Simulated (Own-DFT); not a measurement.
# What random displacements cost in beta-Si3N4, 112 atoms (N64Si48)

All numbers below are calculated, not measured. They come from Own-DFT, an in-house plane-wave density functional program, since retired, whose code no person has reviewed. Each row is one single-point run on a periodic cell that was not relaxed, without spin or spin-orbit coupling.

Settings of every run: PBE; PseudoDojo norm-conserving scalar-relativistic files; cutoff 42 hartree; 2 x 2 x 4 k mesh centred on Gamma; Fermi-Dirac smearing of 0.1 eV.

Known limits, some of them of some rows only: some atoms lie very close together; forces on such cells moved up to 12 meV/angstrom on a denser k mesh; stress not checked against mesh or cutoff.

Cell vectors in Å: (15.212, 0.000, 0.000); (-7.606, 13.174, 0.000); (0.000, 0.000, 5.818). In each run every atom was moved at random and independently from its ideal site; u is the rms move along one axis. E is the free energy for each atom above the fitted value at u = 0, and F the rms of the force components.

| run | u (Å) | E (meV/atom) | F (eV/Å) | largest force (eV/Å) | P (GPa) |
|---|---|---|---|---|---|
| 1 | 0.0197 | 19.0 | 0.884 | 3.89 | 5.55 |
| 2 | 0.0203 | 19.5 | 0.872 | 3.52 | 5.47 |
| 3 | 0.0205 | 20.3 | 0.887 | 3.34 | 5.50 |
| 4 | 0.0457 | 91.0 | 1.765 | 7.52 | 7.38 |
| 5 | 0.0502 | 125.8 | 2.236 | 12.25 | 8.61 |
| 6 | 0.0510 | 119.5 | 2.008 | 7.62 | 8.15 |
| 7 | 0.0943 | ? | ? | ? | ? |
| 8 | 0.0957 | 444.6 | 4.438 | 20.76 | 17.09 |
| 9 | 0.0994 | 477.1 | 5.022 | 37.45 | 16.67 |
| 10 | 0.1445 | 921.4 | 6.329 | 35.61 | 27.33 |

## Worked fit

For small independent moves the energy grows as E = (3/2) K u², with K the mean stiffness felt by one atom. The runs with u up to 0.11 Å give K = 31.7 ± 0.7 eV/Å², with residuals divided by u² + 0.0006 Å², since the noise grows with the moves. The scatter is 5.2 meV/atom at u = 0.05 Å. The forces follow F = G u with G = 43.9 eV/Å²; no force at u = 0 is resolved. G exceeds K because the moves of its neighbours add to the force on an atom, and stiffness differs between atoms. At u = 0.145 Å the parabola gives 993 meV/atom and the run 921. The pressure follows P = 5.03 + 1244 u² GPa: at fixed volume, shortened bonds push harder than stretched ones pull.

## Withheld run

Question: what energy and rms force should run 7 give?

The fit gives 422 ± 18 meV/atom and about 4.14 eV/Å. The calculation gave 492.4 meV/atom and 5.012 eV/Å. This run lies off the fit, by chance or by something that the fit leaves out.
